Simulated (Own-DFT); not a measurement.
Simulation results for Hf36O71 (tetragonal hafnia with one neutral oxygen vacancy, atoms displaced)

A calculation, not a measurement: plane-wave PBE and HSE06 DFT by an unreviewed code, no spin, of a simulated cell at Gamma alone, so results move with cell size and shape, stress positive in tension, energies less offsets, not probed for a lower state with spin; hafnium file: forces about 75 meV/angstrom off all-electron values; oxygen file: force components 24 meV/angstrom off all-electron in a glass; k mesh not checked against a denser one; forces and stress are PBE's, HSE06 gives the energy alone, and its difference from PBE has offsets of its own; offsets are fitted by least squares, one for each functional and potential file, so energies compare only between cells with the same atoms and settings and are not formation energies; the far tail of each file's local potential was reset to the Coulomb form; each entry is a single point on an unrelaxed cell, so the pressure reflects the starting lattice, taken from the Materials Project, from which strain is counted, and rises with the displacements; printed positions are rounded, which can move forces by about a meV/angstrom; the program is a retired in-house code; no spin-orbit coupling. Program: Own-DFT development build.

Common to all runs: first functional PBE; second functional HSE06; exact exchange share 0.25; screening 0.11 1/bohr; exchange divergence Gygi-Baldereschi; potential files PseudoDojo norm-conserving, scalar-relativistic, made for PBE, standard set; wave cutoff 48 hartree; occupations fixed; k mesh 1 x 1 x 1 centred on Gamma.

(1) 
```cif
# cell vector a (Å): 10.7800 0.0000 0.0000
# cell vector b (Å): 0.0000 10.7800 0.0000
# cell vector c (Å): 0.0000 0.0000 10.4493
data_Hf36O71
_symmetry_space_group_name_H-M 'P 1'
_symmetry_Int_Tables_number 1
_cell_length_a 10.7800
_cell_length_b 10.7800
_cell_length_c 10.4493
_cell_angle_alpha 90.000
_cell_angle_beta 90.000
_cell_angle_gamma 90.000
_cell_volume 1214.30
loop_
_atom_site_label
_atom_site_type_symbol
_atom_site_fract_x
_atom_site_fract_y
_atom_site_fract_z
_atom_site_occupancy
Hf1 Hf 0.99739 0.99972 0.00074 1
Hf2 Hf 0.16982 0.16715 0.25038 1
O1 O 0.99786 0.16474 0.15420 1
O2 O 0.16038 0.99929 0.34523 1
O3 O 0.99936 0.16672 0.40770 1
O4 O 0.16952 0.99926 0.09875 1
Hf3 Hf 0.00351 0.00087 0.50054 1
Hf4 Hf 0.16380 0.16503 0.75084 1
O5 O 0.00102 0.16405 0.65391 1
O6 O 0.16990 0.99827 0.84241 1
O7 O 0.00120 0.16796 0.89920 1
O8 O 0.16552 0.00148 0.59761 1
Hf5 Hf 0.00021 0.33279 0.00228 1
Hf6 Hf 0.16840 0.49715 0.25144 1
O9 O 0.00318 0.50036 0.14814 1
O10 O 0.16577 0.33544 0.34678 1
O11 O 0.00418 0.50186 0.40998 1
O12 O 0.17170 0.33054 0.09932 1
Hf7 Hf 0.00164 0.33732 0.49730 1
Hf8 Hf 0.16720 0.49666 0.74667 1
O13 O 0.00092 0.49882 0.65385 1
O14 O 0.17174 0.33432 0.84594 1
O15 O 0.00337 0.49973 0.90524 1
O16 O 0.16684 0.33233 0.60106 1
Hf9 Hf 0.00016 0.66966 0.00031 1
Hf10 Hf 0.16316 0.83223 0.24821 1
O17 O 0.99686 0.83631 0.15600 1
O18 O 0.17114 0.66292 0.35163 1
O19 O 0.99929 0.83590 0.40578 1
O20 O 0.16981 0.66683 0.09738 1
Hf11 Hf 0.00145 0.66510 0.49867 1
Hf12 Hf 0.16469 0.83679 0.75699 1
O21 O 0.00173 0.83360 0.65283 1
O22 O 0.16868 0.66582 0.84459 1
O23 O 0.00031 0.83199 0.89958 1
O24 O 0.16617 0.66516 0.59821 1
Hf13 Hf 0.33296 0.00058 0.99555 1
Hf14 Hf 0.50330 0.17179 0.25104 1
O25 O 0.33201 0.16901 0.15799 1
O26 O 0.50073 0.00396 0.34537 1
O27 O 0.33251 0.16297 0.40050 1
O28 O 0.49797 0.00317 0.09730 1
Hf15 Hf 0.33874 0.99764 0.49525 1
Hf16 Hf 0.50214 0.16899 0.75101 1
O29 O 0.33411 0.16864 0.65453 1
O30 O 0.49705 0.99949 0.84991 1
O31 O 0.33461 0.16438 0.90397 1
O32 O 0.50187 0.99646 0.59888 1
Hf17 Hf 0.33688 0.33806 0.99339 1
Hf18 Hf 0.50225 0.49722 0.24717 1
O33 O 0.32767 0.49793 0.14772 1
O34 O 0.49642 0.33495 0.34465 1
O35 O 0.33206 0.50190 0.40310 1
O36 O 0.49874 0.32752 0.09916 1
Hf19 Hf 0.33045 0.33118 0.50147 1
Hf20 Hf 0.50246 0.49945 0.74678 1
O37 O 0.33654 0.49840 0.64858 1
O38 O 0.49879 0.33002 0.84399 1
O39 O 0.34103 0.50130 0.90320 1
O40 O 0.49786 0.33461 0.60095 1
Hf21 Hf 0.33594 0.66602 0.00138 1
Hf22 Hf 0.49710 0.83283 0.24758 1
O41 O 0.34054 0.83049 0.15572 1
O42 O 0.49940 0.66745 0.35002 1
O43 O 0.32873 0.83554 0.40393 1
O44 O 0.49997 0.66473 0.09437 1
Hf23 Hf 0.33591 0.67028 0.49877 1
Hf24 Hf 0.50037 0.83379 0.74805 1
O45 O 0.33429 0.83757 0.65735 1
O46 O 0.50168 0.66971 0.84943 1
O47 O 0.33389 0.83280 0.90732 1
O48 O 0.49828 0.66669 0.60038 1
Hf25 Hf 0.66970 0.99726 0.99902 1
Hf26 Hf 0.83603 0.16763 0.24393 1
O49 O 0.66849 0.16967 0.15288 1
O50 O 0.83540 0.99611 0.34057 1
O51 O 0.66591 0.17127 0.40231 1
O52 O 0.83206 0.00228 0.09931 1
Hf27 Hf 0.66794 0.00077 0.50063 1
Hf28 Hf 0.83658 0.16782 0.74882 1
O53 O 0.66768 0.16795 0.64722 1
O54 O 0.83827 0.99802 0.85233 1
O55 O 0.66438 0.16293 0.89681 1
O56 O 0.83022 0.99712 0.59617 1
Hf29 Hf 0.66406 0.33440 0.99879 1
Hf30 Hf 0.83183 0.50481 0.25319 1
O57 O 0.66942 0.49732 0.15334 1
O58 O 0.83005 0.33109 0.34683 1
O59 O 0.66859 0.50217 0.40607 1
O60 O 0.83242 0.32817 0.10282 1
Hf31 Hf 0.66636 0.32608 0.49886 1
Hf32 Hf 0.83265 0.50247 0.74694 1
O61 O 0.66783 0.50365 0.64638 1
O62 O 0.66922 0.50164 0.90308 1
O63 O 0.83335 0.33429 0.60146 1
Hf33 Hf 0.66865 0.67003 0.00046 1
Hf34 Hf 0.83053 0.83465 0.25515 1
O64 O 0.66541 0.83252 0.14816 1
O65 O 0.83183 0.66413 0.34815 1
O66 O 0.66929 0.83205 0.40118 1
O67 O 0.83774 0.66999 0.09592 1
Hf35 Hf 0.67337 0.66378 0.49109 1
Hf36 Hf 0.83385 0.83485 0.75378 1
O68 O 0.66417 0.83330 0.65377 1
O69 O 0.83537 0.66596 0.84754 1
O70 O 0.66397 0.83441 0.90486 1
O71 O 0.83320 0.66992 0.59717 1
_calc_PBE_energy_of_cell_above_offsets '-100.760'  # eV
_calc_HSE06_less_PBE_above_offsets '-0.152'  # eV
_calc_PBE_pressure 1.16  # GPa
_calc_PBE_stress_xx 0.49  # GPa
_calc_PBE_stress_yy -2.16  # GPa
_calc_PBE_stress_zz -1.82  # GPa
_calc_PBE_stress_yz -0.46  # GPa
_calc_PBE_stress_xz -0.32  # GPa
_calc_PBE_stress_xy -0.04  # GPa
```

Force:
```tsv
element	x (eV/Å)	y (eV/Å)	z (eV/Å)
Hf	0.267	0.102	0.348
Hf	0.089	-0.257	-0.244
O	1.082	-0.023	-0.635
O	0.135	-0.071	0.013
O	-0.106	0.575	-0.377
O	-0.709	-0.245	-0.52
Hf	-0.03	-0.19	0.259
Hf	1.025	0.323	-0.467
O	-0.54	0.062	0.002
O	-0.334	0.997	1.327
O	-0.245	-0.132	0.43
O	0.699	0.128	-0.334
Hf	0.327	0.654	0.227
Hf	0.221	0.733	-0.538
O	-0.768	-0.125	1.175
O	-0.139	-0.646	0.707
O	-0.55	-0.411	-1.378
O	-0.807	-0.113	-0.556
Hf	-0.339	-1.033	0.88
Hf	0.316	1.045	0.083
O	-0.388	-0.02	-0.073
O	0.028	-0.267	0.372
O	-0.492	-0.3	-0.199
O	-0.394	0.065	-0.588
Hf	0.879	-1.113	-0.218
Hf	0.707	-0.093	0.379
O	0.277	-0.077	-0.48
O	-0.656	0.856	-0.812
O	0.002	-1.151	-0.568
O	-0.729	0.675	0.12
Hf	0.82	1.429	1.408
Hf	0.545	-1.65	-1.724
O	-0.483	0.168	0.461
O	-0.034	-0.258	0.364
O	0.165	0.625	0.601
O	0.187	-0.06	-0.393
Hf	0.927	0.047	0.757
Hf	-0.735	-1.153	-0.99
O	0.562	-0.224	-0.192
O	0.058	-0.807	0.38
O	-0.226	0.752	0.425
O	0.629	-0.08	-0.208
Hf	-0.568	0.453	1.337
Hf	-0.401	-1.268	-0.366
O	-0.096	-0.018	-0.113
O	0.195	0.143	-0.499
O	-0.172	0.723	-0.13
O	0.055	0.375	-0.571
Hf	-0.98	-1.025	0.822
Hf	-1.218	0.886	0.297
O	1.505	0.053	0.476
O	0.313	0.346	0.689
O	0.202	-0.665	-0.177
O	0.317	0.759	-0.393
Hf	0.442	0.432	0.197
Hf	-0.284	1.025	-0.331
O	-0.487	-0.168	0.587
O	0.27	1.01	0.946
O	0.019	0.086	-0.62
O	0.575	-0.222	-0.802
Hf	-0.389	0.256	-0.567
Hf	1.027	0.573	0.424
O	-1.772	-0.088	-0.196
O	0.048	-0.299	-0.706
O	0.332	-0.127	-0.477
O	0.75	-0.404	0.764
Hf	-0.42	-0.836	0.775
Hf	-0.227	-0.136	0.264
O	-0.595	-0.11	-0.404
O	0.204	-0.648	-0.244
O	-0.344	-0.081	-0.123
O	0.568	0.028	-0.537
Hf	-1.419	0.599	0.414
Hf	-0.565	-0.106	0.791
O	-0.246	-0.14	-0.248
O	-0.36	1.372	0.846
O	-0.148	-1.451	-0.479
O	0.323	-0.155	-0.395
Hf	-0.414	-0.46	-0.018
Hf	-0.484	0.486	0.168
O	0.157	0.039	0.255
O	-0.112	0.513	-0.239
O	0.629	0.745	0.431
O	0.595	0.165	0.139
Hf	0.798	-0.738	0.016
Hf	0.662	-1.67	-0.957
O	-0.193	0.165	-0.017
O	0.423	1.038	0.265
O	-0.081	-1.445	-1.332
O	0.187	0.357	-1.468
Hf	0.203	1.385	1.094
Hf	-0.104	-0.653	0.193
O	0.096	-0.135	0.863
O	0.121	-0.617	-0.079
O	0.207	-0.188	-0.165
Hf	-0.358	0.017	-0.312
Hf	-0.195	-0.101	-0.766
O	0.189	-0.122	0.468
O	0.203	0.535	0.222
O	0.127	0.471	-0.177
O	-0.802	-0.321	0.494
Hf	-1.356	0.943	2.235
Hf	-0.037	-0.461	-1.357
O	0.917	0.176	0.118
O	-0.139	0.358	0.07
O	0.628	-0.15	-0.442
O	0.449	-0.232	-0.181
```

(2) 
```cif
# cell vector a (Å): 10.7800 0.0000 0.0000
# cell vector b (Å): 0.0000 10.7800 0.0000
# cell vector c (Å): 0.0000 0.0000 10.4493
data_Hf36O71
_symmetry_space_group_name_H-M 'P 1'
_symmetry_Int_Tables_number 1
_cell_length_a 10.7800
_cell_length_b 10.7800
_cell_length_c 10.4493
_cell_angle_alpha 90.000
_cell_angle_beta 90.000
_cell_angle_gamma 90.000
_cell_volume 1214.30
loop_
_atom_site_label
_atom_site_type_symbol
_atom_site_fract_x
_atom_site_fract_y
_atom_site_fract_z
_atom_site_occupancy
Hf1 Hf 0.00127 0.00091 0.00026 1
Hf2 Hf 0.16486 0.16635 0.24873 1
O1 O 0.00087 0.16370 0.15436 1
O2 O 0.16814 0.99933 0.35018 1
O3 O 0.99588 0.16763 0.40370 1
O4 O 0.17074 0.00247 0.09732 1
Hf3 Hf 0.00248 0.00751 0.49769 1
Hf4 Hf 0.16208 0.16827 0.75114 1
O5 O 0.99559 0.16049 0.65041 1
O6 O 0.16521 0.99591 0.85148 1
O7 O 0.00529 0.16399 0.90469 1
O8 O 0.16596 0.99834 0.59724 1
Hf5 Hf 0.99805 0.32884 0.99893 1
Hf6 Hf 0.16143 0.49505 0.25339 1
O9 O 0.17012 0.33465 0.34981 1
O10 O 0.00124 0.50096 0.39911 1
O11 O 0.16856 0.33245 0.09274 1
Hf7 Hf 0.99908 0.33602 0.49968 1
Hf8 Hf 0.16886 0.50196 0.75294 1
O12 O 0.00104 0.50132 0.64879 1
O13 O 0.16506 0.33214 0.84829 1
O14 O 0.99401 0.49729 0.90002 1
O15 O 0.16583 0.33023 0.59763 1
Hf9 Hf 0.00146 0.66752 0.00115 1
Hf10 Hf 0.16633 0.83027 0.24962 1
O16 O 0.99841 0.83207 0.15280 1
O17 O 0.16732 0.66777 0.34452 1
O18 O 0.00037 0.83338 0.40489 1
O19 O 0.16105 0.66710 0.09850 1
Hf11 Hf 0.00133 0.66956 0.50063 1
Hf12 Hf 0.16644 0.82982 0.74768 1
O20 O 0.00353 0.83192 0.65046 1
O21 O 0.16511 0.66458 0.84393 1
O22 O 0.99924 0.83617 0.90211 1
O23 O 0.16804 0.66841 0.59986 1
Hf13 Hf 0.33380 0.99835 0.00256 1
Hf14 Hf 0.49862 0.16666 0.25138 1
O24 O 0.33872 0.16610 0.15112 1
O25 O 0.50670 0.00037 0.35036 1
O26 O 0.33201 0.16688 0.40394 1
O27 O 0.50073 0.99870 0.09993 1
Hf15 Hf 0.33377 0.99663 0.50143 1
Hf16 Hf 0.50098 0.17013 0.75094 1
O28 O 0.33151 0.16510 0.65369 1
O29 O 0.49681 0.99771 0.84431 1
O30 O 0.33297 0.17093 0.90167 1
O31 O 0.49956 0.99935 0.59151 1
Hf17 Hf 0.33458 0.33046 0.99797 1
Hf18 Hf 0.50416 0.50121 0.25052 1
O32 O 0.33067 0.50313 0.15083 1
O33 O 0.50314 0.33483 0.34893 1
O34 O 0.33269 0.49764 0.40042 1
O35 O 0.49776 0.33403 0.10072 1
Hf19 Hf 0.33236 0.33352 0.50492 1
Hf20 Hf 0.50520 0.50046 0.75054 1
O36 O 0.33510 0.49990 0.65084 1
O37 O 0.49545 0.33131 0.84650 1
O38 O 0.33441 0.50093 0.89778 1
O39 O 0.50084 0.33426 0.60093 1
Hf21 Hf 0.33293 0.66477 0.99877 1
Hf22 Hf 0.49994 0.83535 0.25426 1
O40 O 0.33344 0.83677 0.15178 1
O41 O 0.50205 0.66571 0.34840 1
O42 O 0.32913 0.83311 0.40343 1
O43 O 0.49915 0.66400 0.09605 1
Hf23 Hf 0.33451 0.66906 0.50154 1
Hf24 Hf 0.50087 0.83280 0.75039 1
O44 O 0.33415 0.83250 0.64596 1
O45 O 0.49992 0.66872 0.84720 1
O46 O 0.33300 0.83914 0.90219 1
O47 O 0.49630 0.66827 0.59956 1
Hf25 Hf 0.66854 0.99953 0.00168 1
Hf26 Hf 0.82800 0.16314 0.24837 1
O48 O 0.66898 0.16636 0.14874 1
O49 O 0.83460 0.00109 0.35055 1
O50 O 0.66809 0.16778 0.40176 1
O51 O 0.83070 0.99799 0.09709 1
Hf27 Hf 0.66974 0.00028 0.49962 1
Hf28 Hf 0.83538 0.16798 0.75776 1
O52 O 0.65982 0.16772 0.64834 1
O53 O 0.83378 0.99879 0.84901 1
O54 O 0.66534 0.16664 0.89867 1
O55 O 0.83512 0.00463 0.59353 1
Hf29 Hf 0.66366 0.33253 0.99559 1
Hf30 Hf 0.83199 0.49442 0.24994 1
O56 O 0.67005 0.49735 0.15263 1
O57 O 0.83167 0.33562 0.34757 1
O58 O 0.66842 0.49645 0.40145 1
O59 O 0.83186 0.32986 0.09756 1
Hf31 Hf 0.66620 0.32635 0.49870 1
Hf32 Hf 0.83182 0.49757 0.74823 1
O60 O 0.66303 0.50002 0.65289 1
O61 O 0.83144 0.33688 0.84721 1
O62 O 0.66780 0.50204 0.90637 1
O63 O 0.83237 0.33404 0.59764 1
Hf33 Hf 0.66947 0.67143 0.00094 1
Hf34 Hf 0.83528 0.83537 0.24738 1
O64 O 0.67398 0.83133 0.15426 1
O65 O 0.83138 0.66137 0.34725 1
O66 O 0.67045 0.83163 0.40389 1
O67 O 0.83493 0.67036 0.09767 1
Hf35 Hf 0.66545 0.67004 0.50070 1
Hf36 Hf 0.84081 0.82812 0.74709 1
O68 O 0.66616 0.83392 0.65212 1
O69 O 0.83492 0.67151 0.84640 1
O70 O 0.66818 0.83276 0.90132 1
O71 O 0.83529 0.66844 0.60239 1
_calc_PBE_energy_of_cell_above_offsets '-101.125'  # eV
_calc_HSE06_less_PBE_above_offsets '-0.160'  # eV
_calc_PBE_pressure 0.59  # GPa
_calc_PBE_stress_xx -0.02  # GPa
_calc_PBE_stress_yy -0.74  # GPa
_calc_PBE_stress_zz -1.01  # GPa
_calc_PBE_stress_yz 0.16  # GPa
_calc_PBE_stress_xz -0.24  # GPa
_calc_PBE_stress_xy 0.03  # GPa
```

Force:
```tsv
element	x (eV/Å)	y (eV/Å)	z (eV/Å)
Hf	0.473	-0.858	0.114
Hf	1.017	-0.17	0.396
O	-0.556	-0.076	-0.231
O	-0.36	0.318	-0.682
O	0.474	0.841	-0.507
O	-0.945	0.073	0.364
Hf	-0.146	-1.076	0.374
Hf	1.045	-0.876	-0.288
O	0.491	0.592	0.741
O	-0.076	0.721	-0.619
O	-0.72	0.292	-0.711
O	0.146	0.124	0.255
Hf	0.436	1.48	0.698
Hf	0.58	0.697	-0.779
O	-0.545	-0.86	-0.292
O	0.256	-0.161	-0.028
O	-0.769	0.015	0.635
Hf	-0.029	0.222	-0.026
Hf	0.085	-0.868	-0.84
O	-0.095	-0.246	0.377
O	-0.195	0.452	-0.282
O	0.315	0.289	0.847
O	-0.493	-0.058	0.211
Hf	-0.879	-0.283	-0.417
Hf	-0.025	0.397	0.257
O	0.638	0.512	-0.254
O	-0.118	-0.521	0.332
O	-0.068	0.229	-0.294
O	0.744	-0.073	-0.311
Hf	-0.238	-0.251	-0.256
Hf	0.607	1.074	0.032
O	-0.279	-0.142	0.121
O	0.011	0.469	0.893
O	0.082	-0.475	0.01
O	-0.058	-0.174	-0.333
Hf	0.222	0.59	-0.696
Hf	0.044	0.499	0.139
O	-0.972	0.065	0.32
O	-0.294	-0.222	-0.54
O	0.357	-0.143	-0.183
O	0.554	-0.179	-0.066
Hf	-0.378	0.86	0.246
Hf	-0.935	-1.129	-0.658
O	0.021	0.129	0.285
O	0.324	0.716	0.259
O	-0.13	-1.157	0.17
O	0.309	-0.132	0.41
Hf	0.005	0.822	0.35
Hf	-0.797	-0.446	-0.167
O	0.085	0.144	0.236
O	-0.033	-0.635	-0.143
O	0.109	0.495	0.596
O	0.704	-0.039	-0.538
Hf	0.442	0.134	-0.529
Hf	-1.36	0.157	-0.091
O	-0.297	-0.105	0.314
O	0.699	0.919	0.647
O	-0.258	-0.08	0.379
O	-0.2	-0.108	-0.186
Hf	0.261	-0.103	0.396
Hf	0.21	-0.196	-0.62
O	0.159	-0.319	0.327
O	-0.001	0.689	0.109
O	0.615	-0.079	-0.745
O	0.362	0.347	0.057
Hf	-0.313	-1.008	-0.307
Hf	-0.123	0.352	-0.377
O	-0.17	0.066	0.793
O	-0.075	-0.286	0.153
O	-0.124	-1.644	-0.055
O	0.876	-0.072	-0.183
Hf	-0.657	-0.301	-0.695
Hf	0.752	0.782	0.477
O	-0.886	-0.119	0.073
O	-0.214	-0.173	-0.745
O	0.244	-0.665	-0.686
O	0.724	0.291	0.358
Hf	-0.303	-0.186	0.521
Hf	-0.956	-0.967	-1.531
O	1.564	-0.042	0.464
O	0.024	0.509	-0.156
O	0.16	-0.095	0.188
O	-0.225	-0.298	0.488
Hf	-0.05	0.428	1.157
Hf	0.508	0.849	-0.025
O	-0.471	0.107	-0.208
O	0.251	-1.21	0.049
O	-0.328	0.604	0.568
O	0.181	0.128	-0.438
Hf	-0.44	1.264	0.163
Hf	0.563	1.163	-0.24
O	1.037	0.255	0.047
O	0.013	-1.115	0.297
O	-0.166	-0.205	-0.592
O	0.234	0.061	0.279
Hf	-0.227	-0.255	0.143
Hf	0.257	-1.064	1.275
O	-1.788	0.089	-0.236
O	0.155	0.781	-0.068
O	-0.217	0.36	-0.223
O	0.342	-0.523	-0.206
Hf	0.388	-0.925	-0.159
Hf	-0.891	0.874	-0.012
O	0.459	-0.102	0.026
O	-0.128	-1.287	0.214
O	-0.257	0.468	0.388
O	-0.354	-0.008	-0.562
```
